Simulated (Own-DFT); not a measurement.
# Strain and stress in wurtzite GaN, 96 atoms (Ga48N48)

Calculated results; nothing here was measured. The program, named Own-DFT, is a retired in-house plane-wave density functional code that no person has reviewed. Each row is one single-point run on a periodic cell that was not relaxed, without spin or spin-orbit coupling.

Settings of every run: PBE; PseudoDojo norm-conserving scalar-relativistic files (stringent for Ga); cutoff 96 hartree; 3 x 4 x 3 k mesh centred on Gamma; Gaussian smearing of 0.01 eV.

Known limits: forces on such cells passed a denser k mesh, each cell not checked; stress not checked against mesh or cutoff.

Unstrained cell vectors in Å: (12.756, 0.000, 0.000); (-4.784, 8.285, 0.000); (0.000, 0.000, 10.370). The unstrained cell has measured lattice constants (interpolated for alloys), not those of this functional. That, the random moves and any unrelaxed bonds set the pressure at no strain. Each run strains this cell uniformly, with the atoms carried along. Every atom was also moved at random, by a Gaussian of width 0.05 Å on each axis. Strain is the symmetric tensor, in per cent. Stress is positive in tension, and the pressure is minus a third of its trace.

| run | e_xx (%) | e_yy (%) | e_zz (%) | e_yz (%) | e_xz (%) | e_xy (%) | s_xx (GPa) | s_yy (GPa) | s_zz (GPa) | s_yz (GPa) | s_xz (GPa) | s_xy (GPa) | P (GPa) | E (meV/atom) |
|---|---|---|---|---|---|---|---|---|---|---|---|---|---|---|
| 1 | -1.44 | 1.53 | -0.36 | 1.89 | 1.12 | -1.74 | -11.85 | -2.35 | -8.65 | 3.84 | 2.74 | -5.33 | 7.62 | 16.6 |
| 2 | -1.43 | 0.19 | -1.97 | 1.51 | 0.24 | 0.01 | -14.14 | -10.21 | -17.77 | 3.01 | 1.25 | 0.36 | 14.04 | 45.4 |
| 3 | -1.79 | -0.50 | -1.92 | 0.85 | -1.98 | -1.87 | -17.34 | -13.80 | -19.81 | 1.34 | -4.69 | -6.55 | 16.99 | 66.1 |
| 4 | 0.12 | -1.25 | -1.66 | 0.54 | -1.17 | -1.27 | -10.74 | -15.06 | -14.75 | 1.56 | -3.10 | -3.74 | 13.52 | 42.0 |
| 5 | 1.06 | 0.37 | 0.48 | 0.54 | 0.53 | -0.44 | -2.91 | -3.24 | -4.63 | 1.56 | 0.65 | -1.11 | 3.59 | 7.8 |
| 6 | 0.08 | 1.22 | -0.78 | 1.68 | 0.57 | 0.43 | -5.98 | -1.88 | -10.49 | 3.66 | 0.73 | 1.32 | 6.12 | 13.3 |
| 7 | 0.21 | 0.94 | -0.12 | 0.91 | -1.30 | -1.16 | -8.05 | -1.88 | -8.30 | 2.14 | -3.89 | -3.47 | 6.08 | 29.2 |
| 8 | 0.21 | 1.50 | -0.37 | -0.77 | -1.31 | 0.83 | -3.93 | -1.55 | -8.17 | -1.26 | -2.38 | 1.98 | 4.55 | 8.0 |
| 9 | 1.46 | 1.58 | -1.69 | 0.37 | 0.18 | -1.58 | -0.62 | -1.18 | -12.12 | 0.94 | 0.29 | -3.10 | 4.64 | 7.0 |
| 10 | -0.85 | 1.49 | -1.90 | 1.35 | -1.92 | 0.66 | -10.51 | -3.00 | -15.25 | 2.48 | -3.56 | 2.12 | 9.58 | 16.4 |
| 11 | -1.73 | 1.73 | -1.38 | -1.54 | 1.46 | -1.24 | -13.37 | -3.74 | -13.31 | -3.56 | 3.34 | -4.69 | 10.14 | 29.7 |
| 12 | -0.15 | 1.15 | 0.15 | -0.43 | 1.83 | 1.84 | -6.61 | -3.06 | -6.22 | -0.99 | 3.39 | 6.60 | 5.30 | 19.3 |
| 13 | 0.23 | -0.68 | 1.69 | -1.30 | -1.29 | 1.30 | -6.24 | -9.38 | -0.19 | -2.69 | -1.86 | 3.92 | 5.27 | 18.2 |
| 14 | -1.49 | 0.35 | -0.08 | -0.74 | 0.75 | 1.33 | -13.98 | -7.06 | -8.29 | -1.98 | 1.24 | 4.35 | 9.78 | 18.2 |
| 15 | -0.62 | -0.50 | -1.70 | 0.17 | 1.98 | 0.41 | -10.60 | -12.45 | -16.13 | 0.25 | 4.54 | 1.00 | 13.06 | 35.5 |
| 16 | 1.73 | 1.52 | 1.54 | -0.24 | 1.49 | 0.37 | 2.02 | 1.42 | 1.24 | -0.31 | 2.84 | 1.31 | -1.56 | 0.0 |
| 17 | -0.69 | -0.41 | 0.70 | -0.59 | -1.04 | 1.74 | ? | ? | ? | ? | ? | ? | ? | ? |

E is the free energy for each atom above the lowest run shown.

## Worked fit

Each stress component was fitted by least squares to a constant and the strains of the runs shown, as fractions, with shears doubled. Shear strains stay in the fit of a normal stress only where such slopes are resolved. The slopes, in GPa:

```
stress  at no strain  per e_xx  per e_yy  per e_zz  scatter
  s_xx          -7.9  408 ± 25  135 ± 25   54 ± 23     0.93
  s_yy          -7.7   98 ± 22  451 ± 22   96 ± 20     0.82
  s_zz          -7.7   84 ± 21   80 ± 22  440 ± 20     0.81
```

Each shear stress against twice its own strain: yz 106 ± 3, xz 105 ± 7, xy 159 ± 8 GPa. These are stiffnesses along x, y and z of the frame in which the cell vectors are given, which need not be the crystal's axes. The atoms are held to the strained lattice; where symmetry lets them move under strain, relaxing them would lower some slopes. The table should be nearly symmetric about its diagonal, and what it lacks of that shows the noise. A ninth of its sum, 205 ± 5 GPa, estimates the bulk modulus near the mean pressure of these runs, 8.0 GPa, so it lies above the value at zero pressure.

## Withheld run

Question: what normal stresses and pressure should run 17 give?

The fit gives s_xx = -10.8, s_yy = -9.5, s_zz = -5.5 and P = 8.6 GPa. The calculation gave -11.56, -8.27, -6.42 and P = 8.75 GPa.
